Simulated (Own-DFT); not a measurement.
Simulation results for Hf36O71 (tetragonal hafnia with one neutral oxygen vacancy, atoms displaced)

Computed with Own-DFT development build. A calculation, not a measurement: plane-wave PBE and HSE06 DFT by an unreviewed code, no spin, of a simulated cell at Gamma alone, so results move with cell size and shape, stress positive in tension, energies less offsets, not probed for a lower state with spin; hafnium file: forces about 75 meV/angstrom off all-electron values; oxygen file: force components 24 meV/angstrom off all-electron in a glass; k mesh not checked against a denser one; forces and stress are PBE's, HSE06 gives the energy alone, and its difference from PBE has offsets of its own; offsets are fitted by least squares, one for each functional and potential file, so energies compare only between cells with the same atoms and settings and are not formation energies; the far tail of each file's local potential was reset to the Coulomb form; each entry is a single point on an unrelaxed cell, so the pressure reflects the starting lattice, taken from the Materials Project, from which strain is counted, and rises with the displacements; printed positions are rounded, which can move forces by about a meV/angstrom; the program is a retired in-house code; no spin-orbit coupling.

Common to all runs: first functional PBE; second functional HSE06; exact exchange share 0.25; screening 0.11 1/bohr; exchange divergence Gygi-Baldereschi; potential files PseudoDojo norm-conserving, scalar-relativistic, made for PBE, standard set; wave cutoff 48 hartree; occupations fixed; k mesh 1 x 1 x 1 centred on Gamma.

(1) 
```xyz
107
Lattice="10.7800 0.0000 0.0000 0.0000 10.7800 0.0000 0.0000 0.0000 10.4493" Properties=species:S:1:pos:R:3:force_x:R:1:force_y:R:1:force_z:R:1 formula=Hf36O71 PBE_energy_of_cell_above_offsets=-84.860 HSE06_less_PBE_above_offsets=0.688 PBE_pressure=6.12 PBE_stress_xx=-6.17 PBE_stress_yy=-6.79 PBE_stress_zz=-5.41 PBE_stress_yz=0.24 PBE_stress_xz=1.71 PBE_stress_xy=-0.15
Hf    10.7716    10.6288    10.4327     -1.184      4.093       0.83
Hf     1.9102     1.7185     2.5093     -7.449      2.233      1.646
O      0.1007     1.7867     1.5725     -1.964     -0.836      0.197
O      1.8805     0.1519     3.6346       0.06     -3.495       1.85
O      0.0010     1.8563     4.0970     -0.393     -0.778      2.651
O      1.8519     0.1137     0.9496      0.038     -1.221     -0.616
Hf     0.0506    10.7449     5.1715     -1.137      1.088     -1.624
Hf     1.8475     1.6929     7.8448     -4.442       2.31      1.619
O     10.7093     1.7181     6.9002       4.99      0.892     -2.111
O      1.7983    10.7231     8.6858      0.741      2.037      2.466
O     10.7390     1.8736     9.3538     -0.019     -1.385      0.595
O      1.7276    10.7101     6.2531      2.039       0.83     -0.792
Hf    10.6824     3.5649     0.1138      4.491      -1.32     -2.577
Hf     1.7176     5.3677     2.6980       0.32     -1.063     -1.384
O      0.0849     5.2510     1.6033     -2.399      1.381      0.112
O      1.7454     3.6193     3.6999        1.1     -0.196      0.862
O     10.7625     5.3375     4.1819      0.337      1.337      0.196
O      1.6786     3.4595     1.1007      2.574      1.466     -0.982
Hf     0.0564     3.6038     5.2373     -0.602      -1.33     -1.325
Hf     1.9177     5.3591     7.7695     -4.231      1.207      3.063
O      0.0711     5.4990     6.6939     -0.492     -1.419       1.09
O      1.6218     3.6334     8.8487       2.17     -0.027     -0.916
O     10.6610     5.4667     9.4189      0.148     -1.271     -0.161
O      1.7837     3.4896     6.2674      0.186     -0.005      0.478
Hf    10.7548     7.0969    10.4015     -0.392      1.169     -0.328
Hf     1.7468     8.8181     2.5311      0.703      5.681     -2.301
O     10.6904     9.1366     1.5783      1.177     -1.208     -0.289
O      1.7759     7.4179     3.6292      0.844     -6.647      3.394
O      0.0168     8.9835     4.1359     -0.069       0.22      1.059
O      1.8104     7.0494     1.1095     -1.387      1.677      -0.19
Hf    10.6915     7.1233     5.3258      0.891      0.705     -1.128
Hf     1.8017     9.0528     7.7036     -1.548     -2.894      3.367
O      0.0740     9.0861     6.8571     -3.081     -0.134     -2.201
O      1.8161     7.1892     8.7545      0.271     -0.479      1.626
O      0.0392     9.0290     9.3890      0.549     -2.449      0.234
O      1.7459     7.3391     6.4254      1.265     -2.076     -4.048
Hf     3.6219     0.0133     0.0257     -1.046      -1.72      1.584
Hf     5.4410     1.8008     2.6542     -1.983     -1.174     -0.318
O      3.4770     1.8704     1.7146      7.784     -0.018     -3.563
O      5.4629    10.7188     3.7051     -0.261      1.143      0.598
O      3.7099     1.8586     4.1470     -0.093     -1.059       2.31
O      5.4129     0.0352     1.0599     -0.286      0.302      0.213
Hf     3.5536     0.0580     5.2838     -0.806     -0.377     -2.682
Hf     5.5285     1.7328     7.9449      0.156      2.219     -1.681
O      3.5151     1.6738     6.7906      2.878      0.622      0.068
O      5.3798    10.7751     8.9377      0.642     -0.122     -0.583
O      3.6194     1.8257     9.6100      0.278     -1.236     -2.975
O      5.3839    10.6866     6.3415     -0.682      0.479      0.678
Hf     3.6756     3.5780    10.3859      -2.93      2.732      2.702
Hf     5.2582     5.3635     2.6355      0.122     -1.214     -2.893
O      3.4878     5.3227     1.4434       1.04     -0.134       2.08
O      5.3852     3.5363     3.5103      0.668      2.042      1.436
O      3.6011     5.3528     4.1446      0.347      1.046      0.899
O      5.3437     3.4965     1.0336      0.506     -0.049     -0.587
Hf     3.5126     3.4736     5.3158      1.708      0.463     -1.685
Hf     5.2985     5.3840     7.8215      2.046     -0.537      0.258
O      3.5290     5.2904     6.7859      2.221      0.259     -1.894
O      5.4219     3.7134     8.8837     -0.842     -3.781     -0.114
O      3.6544     5.4801     9.4437      -0.38     -2.368     -1.889
O      5.5556     3.6506     6.2394     -1.925     -0.211     -0.503
Hf     3.5398     7.1676     0.0585     -0.446      1.193     -0.548
Hf     5.5067     8.9077     2.7577     -0.954      3.648      -2.95
O      3.6946     8.9526     1.5417     -1.049      0.104      1.112
O      5.4808     7.2051     3.5321     -0.997     -2.955      3.199
O      3.5949     9.0446     4.1606          1     -1.529      1.585
O      5.2980     7.1151     0.9635      1.819      0.319      0.768
Hf     3.6547     7.1233     5.1875     -2.805      2.171      0.589
Hf     5.3651     9.0308     7.7957     -0.294     -1.284      0.576
O      3.4933     8.8645     6.8814      5.285      0.605     -1.919
O      5.3850     7.0326     8.9321      0.788      3.284     -1.158
O      3.5947     9.0393     9.4964      0.807     -0.528      -1.04
O      5.4266     7.0716     6.4094       -2.8      0.777      -0.98
Hf     7.0505    10.7234    10.4409      3.693      -0.32       1.33
Hf     8.9254     1.7430     2.7282      3.816     -0.692     -3.146
O      7.1716     1.8552     1.8323     -0.027      0.195     -3.691
O      9.0173    10.7671     3.6246     -0.075     -1.235      1.452
O      7.2828     1.7162     4.0866     -0.872      1.086      3.022
O      8.9503     0.0338     1.0524     -1.198      0.174     -1.099
Hf     7.1051     0.0515     5.2891      1.914     -0.894     -1.454
Hf     9.0310     1.7675     7.7011      0.266      0.874      4.171
O      7.2244     1.8747     6.7467     -2.789     -1.609      0.691
O      9.1299    10.7353     8.7724     -1.016      0.482      0.734
O      7.2756     1.7725     9.4895     -1.655     -1.765     -1.531
O      9.0751     0.2568     6.3383      -2.05      -2.91     -2.847
Hf     7.1115     3.4925    10.3715       2.22      2.594      2.274
Hf     8.8977     5.4324     2.5539      1.254      0.405     -0.947
O      7.0965     5.4119     1.5746      0.569     -0.302      1.051
O      9.0765     3.5419     3.5431     -1.699      2.678      1.578
O      7.0548     5.4060     4.2604      0.231     -1.765     -2.934
O      9.0708     3.4009     0.9303     -5.839       0.48      2.515
Hf     7.3826     3.6484     5.0754     -1.303     -2.282      1.928
Hf     8.9956     5.3717     7.9129      0.713      0.948       0.14
O      7.3242     5.4427     6.6880     -1.009     -0.107       0.86
O      8.8662     3.7258     8.9218      0.208     -1.807     -0.881
O      7.1229     5.2535     9.4146      0.305      3.002     -0.536
O      8.9584     3.4585     6.3202      1.281      1.448     -1.433
Hf     7.0594     7.2681    10.2610      0.636     -3.401      2.375
Hf     8.9217     8.9942     2.6174      1.896      0.422      0.982
O      7.3313     8.9524     1.5105      -3.08      -0.89     -1.016
O      9.0271     7.1700     3.6618     -0.543     -0.811     -1.148
O      7.1487     8.9961     4.1325      0.234     -0.541      1.019
Hf     6.9843     6.9773     5.2681      4.779      4.042      0.703
Hf     9.0251     9.0660     7.7125       0.58     -0.751      1.261
O      7.2168     8.9907     6.7415     -1.275      0.594      0.385
O      9.1203     7.2973     8.8291     -1.157     -0.816      0.076
O      7.3149     8.9605     9.3700     -1.645      1.754      -0.86
O      8.9813     7.2224     6.2262     -0.986        0.5     -0.069
```

Units: PBE_energy_of_cell_above_offsets, HSE06_less_PBE_above_offsets in eV; PBE_pressure, PBE_stress_xx, PBE_stress_yy, PBE_stress_zz, PBE_stress_yz, PBE_stress_xz, PBE_stress_xy in GPa; force_x, force_y, force_z in eV/Å.

(2) 
```xyz
107
Lattice="10.7800 0.0000 0.0000 0.0000 10.7800 0.0000 0.0000 0.0000 10.4493" Properties=species:S:1:pos:R:3:force_x:R:1:force_y:R:1:force_z:R:1 formula=Hf36O71 PBE_energy_of_cell_above_offsets=-96.315 HSE06_less_PBE_above_offsets=0.117 PBE_pressure=1.82 PBE_stress_xx=-2.02 PBE_stress_yy=-1.49 PBE_stress_zz=-1.95 PBE_stress_yz=-0.22 PBE_stress_xz=0.28 PBE_stress_xy=-0.07
Hf     0.0193     0.0810     0.0037      0.369      -3.27     -0.015
Hf     1.7319     1.7677     2.5456      1.616     -0.387        1.8
O      0.0030     1.8211     1.5675     -0.585     -0.155     -1.355
O      1.8094    10.7206     3.6323      0.284       1.11      0.225
O      0.0026     1.8102     4.0838      -0.09     -0.988      1.274
O      1.7798     0.0222     1.0794      0.033      0.236     -0.566
Hf     0.0347    10.6928     5.3192     -0.842      1.626     -2.122
Hf     1.8552     1.7449     7.8887     -0.008      0.443     -0.566
O      0.0083     1.7940     6.8674      0.663      0.439     -0.394
O      1.8328    10.7217     8.9569      0.458      1.427     -0.681
O      0.0608     1.7039     9.3899      0.001      1.836     -0.795
O      1.7059     0.0231     6.2009      2.809      0.214      1.944
Hf     0.0551     3.4413    10.3853     -0.981      3.409      0.717
Hf     1.8880     5.4228     2.6229     -1.506     -1.677      -0.19
O     10.6775     5.4423     1.6047      1.807      0.264      0.689
O      1.7401     3.5425     3.5989      0.335      1.061     -0.214
O      0.1043     5.4236     4.1849     -0.893     -0.591      0.745
O      1.7111     3.6880     1.0198      1.619     -0.527     -0.344
Hf     0.0460     3.5165     5.2053     -0.332      0.456     -0.679
Hf     1.7824     5.3533     7.7516     -0.171      1.308      1.136
O     10.7775     5.4473     6.8349     -0.603     -0.165     -0.213
O      1.8315     3.6410     8.8551     -0.774     -1.794     -0.287
O     10.7550     5.4481     9.4624      0.142     -1.014     -0.114
O      1.8043     3.5711     6.1908     -0.194      0.261      0.871
Hf     0.0816     7.2151     0.0552     -0.604     -0.285     -0.683
Hf     1.7753     8.9395     2.6626      0.846      0.706      -0.82
O      0.0414     8.9500     1.5738     -0.926     -0.112      0.417
O      1.8279     7.1390     3.6231     -0.278      1.027      0.603
O     10.7713     9.1048     4.1152      -0.58     -2.256      0.469
O      1.8641     7.2148     1.0385     -0.261     -1.061       0.13
Hf    10.7370     7.2313     5.1625      1.648     -0.633      0.327
Hf     1.7745     9.0167     7.8962      0.564     -1.389     -0.065
O      0.0655     8.9609     6.8066     -1.325      0.106      -0.66
O      1.8080     7.2327     8.8082      0.025     -0.846      0.654
O      0.0063     9.0495     9.3761      0.083     -0.628      0.538
O      1.7683     7.2538     6.2705     -0.083     -0.283     -0.898
Hf     3.5862    10.7763     0.0301      0.828      -1.02      0.483
Hf     5.5063     1.7877     2.5946     -2.842     -0.011       0.72
O      3.5950     1.7423     1.6399      0.255      0.043     -0.913
O      5.3757     0.0250     3.6790       0.59     -0.425     -0.645
O      3.5897     1.8170     4.1683     -0.264     -0.018      0.992
Hf     3.5305     0.0457     5.1827      1.554      0.288     -0.238
Hf     5.4214     1.8093     7.8688     -0.912     -2.451     -0.132
O      3.5899     1.7894     6.7742     -0.096      0.012      0.826
O      5.4269    10.7375     8.8459     -0.091      0.982      0.838
O      3.5669     1.8000     9.4305     -0.216     -0.228     -0.122
O      5.4467     0.0651     6.2994     -0.589      0.306     -1.615
Hf     3.6071     3.5637    10.4477     -0.246      0.644      0.212
Hf     5.4026     5.3799     2.5367      1.291      0.043      1.658
O      3.7127     5.3562     1.5487     -2.487       0.29     -0.751
O      5.4080     3.5712     3.5847       0.17      0.365      0.572
O      3.6107     5.3839     4.2052     -0.459       0.15     -0.183
O      5.3496     3.5761     1.0651      1.041      0.027      -1.01
Hf     3.6102     3.6222     5.2565     -0.413     -0.637     -1.888
Hf     5.4556     5.4064     7.7613     -1.427      0.143      0.549
O      3.5649     5.4091     6.7718      0.664      -0.08      0.083
O      5.4264     3.5405     8.8835      0.061      1.796     -0.181
O      3.5292     5.3475     9.3191      0.847      0.218      1.188
O      5.3701     3.6802     6.2030      0.999     -0.117      0.909
Hf     3.5959     7.0924     0.0139      0.948       1.33     -0.759
Hf     5.3750     8.9071     2.6390     -2.059      2.003     -1.082
O      3.5401     8.9315     1.5711      0.895      0.824      0.382
O      5.2147     7.2725     3.6081      0.967     -2.413      1.443
O      3.5431     8.9659     4.2101     -0.218      0.729      0.687
O      5.4496     7.1888     1.0951     -0.805     -0.358     -1.327
Hf     3.5472     7.2378     5.3088     -0.011     -0.428      -0.93
Hf     5.3748     8.9034     7.8399     -0.056      3.377      0.079
O      3.6370     8.9957     6.8622     -1.231      0.072     -0.818
O      5.3717     7.2505     8.7392      0.152     -3.618      1.801
O      3.6746     8.9380     9.4429     -0.349      0.317      0.677
O      5.3827     7.1504     6.2832      0.408      0.264     -0.841
Hf     7.2002    10.7642     0.0790     -1.068     -0.834     -1.877
Hf     8.9805     1.8077     2.5767      0.329       0.68       0.24
O      7.1557     1.8024     1.5429       1.58     -0.586     -0.352
O      8.9629     0.0432     3.5987     -0.909     -1.017      0.023
O      7.2598     1.8854     4.1260     -0.511     -1.766      0.811
O      9.0494    10.7627     0.9418     -1.231      -0.08      1.552
Hf     7.2341    10.7488     5.1768     -1.368      1.165      1.286
Hf     8.9989     1.7969     7.8141     -0.235     -0.503      0.325
O      7.1475     1.8249     6.8857      1.407      0.557     -1.176
O      8.9893     0.0073     8.8580     -0.267       0.28     -0.795
O      7.1546     1.8260     9.4959      0.393     -1.108     -0.617
O      9.1030    10.7688     6.2710     -2.359      0.231      -0.22
Hf     7.2131     3.5576    10.3990     -0.066      1.049      1.317
Hf     9.0018     5.3845     2.7357     -0.036     -0.981     -1.963
O      7.1839     5.4231     1.5969      1.092     -0.442     -0.643
O      8.9597     3.5225     3.6507      0.367      1.424      0.319
O      7.1570     5.4341     4.0759      0.038      0.264       1.99
O      9.0359     3.5434     1.0057     -0.736     -0.474     -0.548
Hf     7.1895     3.5305     5.2502      0.503      1.474     -0.806
Hf     8.9429     5.4419     7.8694      1.666     -0.094     -0.301
O      7.1990     5.4801     6.7392      0.317     -0.379      0.582
O      8.9563     3.6629     8.8096     -0.166     -1.242      0.796
O      7.1940     5.4978     9.4516      -0.44     -2.876     -1.743
O      9.0296     3.5882     6.3160     -0.733     -0.081     -1.131
Hf     7.2880     7.1074     0.0223     -0.314      2.701      1.372
Hf     8.9564     9.0035     2.6255       0.99     -0.236      -1.53
O      7.0645     8.9591     1.6276        2.6      1.194      -0.24
O      9.0039     7.1702     3.5974      0.059      1.811      1.066
O      7.1069     8.9850     4.2154      0.832      0.223     -0.773
O      9.0524     7.1836     1.0138     -1.087      0.829      0.321
Hf     7.1274     7.2893     5.2068       0.07     -2.737      0.224
Hf     8.9529     8.8765     7.7883      0.297      2.304      1.399
O      7.1315     9.1355     6.7703      1.561     -1.386     -0.452
O      8.9473     7.2377     8.9189      0.296     -1.019     -1.025
O      7.2659     8.9425     9.4141     -0.244      0.412      0.598
O      9.0383     7.1757     6.2035     -1.798      0.948      0.424
```

Units: PBE_energy_of_cell_above_offsets, HSE06_less_PBE_above_offsets in eV; PBE_pressure, PBE_stress_xx, PBE_stress_yy, PBE_stress_zz, PBE_stress_yz, PBE_stress_xz, PBE_stress_xy in GPa; force_x, force_y, force_z in eV/Å.
